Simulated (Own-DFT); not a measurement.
# One host, several defects: C40 NbSi2

Everything here is calculated. The program is Own-DFT (plane waves, in-house, since retired, never reviewed by a person); positions were held fixed, and spin and spin-orbit coupling were off.

All runs used: PBE; PseudoDojo norm-conserving scalar-relativistic files; cutoff 42 hartree; 4 x 4 x 5 k mesh centred on Gamma; cold (Marzari-Vanderbilt) smearing of 0.2 eV.

Limits: forces on such cells failed a check on a denser k mesh; stress not checked against mesh or cutoff.

All runs share one cell, with vectors in Å (0.000, 8.324, 0.000); (-9.613, 0.000, 0.000); (0.000, 0.000, 6.586) and a volume of 527.0 Å³. u is the rms random offset of the atoms per axis. The defect's site can differ from row to row.

| cell | formula | u (Å) | P (GPa) |
|---|---|---|---|
| no defect | Nb12Si24 | 0.0205 | 1.53 |
| no defect | Nb12Si24 | 0.0226 | 1.60 |
| no defect | Nb12Si24 | 0.0466 | 2.35 |
| two Si on a Nb site each | Nb10Si26 | 0.0279 | 1.57 |
| two Si on a Nb site each | Nb10Si26 | 0.0284 | 1.50 |
| two Si on a Nb site each | Nb10Si26 | 0.0515 | ? |
| two Si on a Nb site each | Nb10Si26 | 0.0531 | 2.40 |
| two Nb on a Si site each | Nb14Si22 | 0.0281 | 7.61 |
| two Nb on a Si site each | Nb14Si22 | 0.0283 | 7.24 |
| two Nb on a Si site each | Nb14Si22 | 0.0450 | 8.36 |
| two Nb vacancies | Nb10Si24 | 0.0309 | 0.02 |
| two Nb vacancies | Nb10Si24 | 0.0324 | -0.05 |
| two Nb vacancies | Nb10Si24 | 0.0519 | 0.26 |
| one Si vacancy | Nb12Si23 | 0.0316 | 1.05 |
| one Si vacancy | Nb12Si23 | 0.0489 | 1.79 |
| one Si vacancy | Nb12Si23 | 0.0520 | 1.84 |

## Working it out

P = P0 + c u² + a shift for each defect gives P0 = 1.39 GPa, c = 427 ± 64 GPa/Å² and a scatter of 0.19 GPa. The shifts, and each times the cell's volume:

- two Nb on a Si site each: 5.84 ± 0.16 GPa, 19.2 eV (9.6 eV for each of its 2 sites)
- two Si on a Nb site each: -0.19 ± 0.16 GPa, -0.6 eV (-0.3 eV for each of its 2 sites) (not resolved)
- one Si vacancy: -0.69 ± 0.17 GPa, -2.3 eV
- two Nb vacancies: -1.98 ± 0.16 GPa, -6.5 eV (-3.3 eV for each of its 2 sites)

Against the defect-free cell, a freed cell would be larger where the shift is positive and smaller where it is negative (160.2 GPa Å³ is 1 eV). The atoms around the defects weren't relaxed, which would change these numbers.

## The run left out

Question: what pressure belongs in the blank (two Si on a Nb site each, u = 0.0515 Å)?

Estimate: 2.33 ± 0.24 GPa. The calculation gave 2.23 GPa.
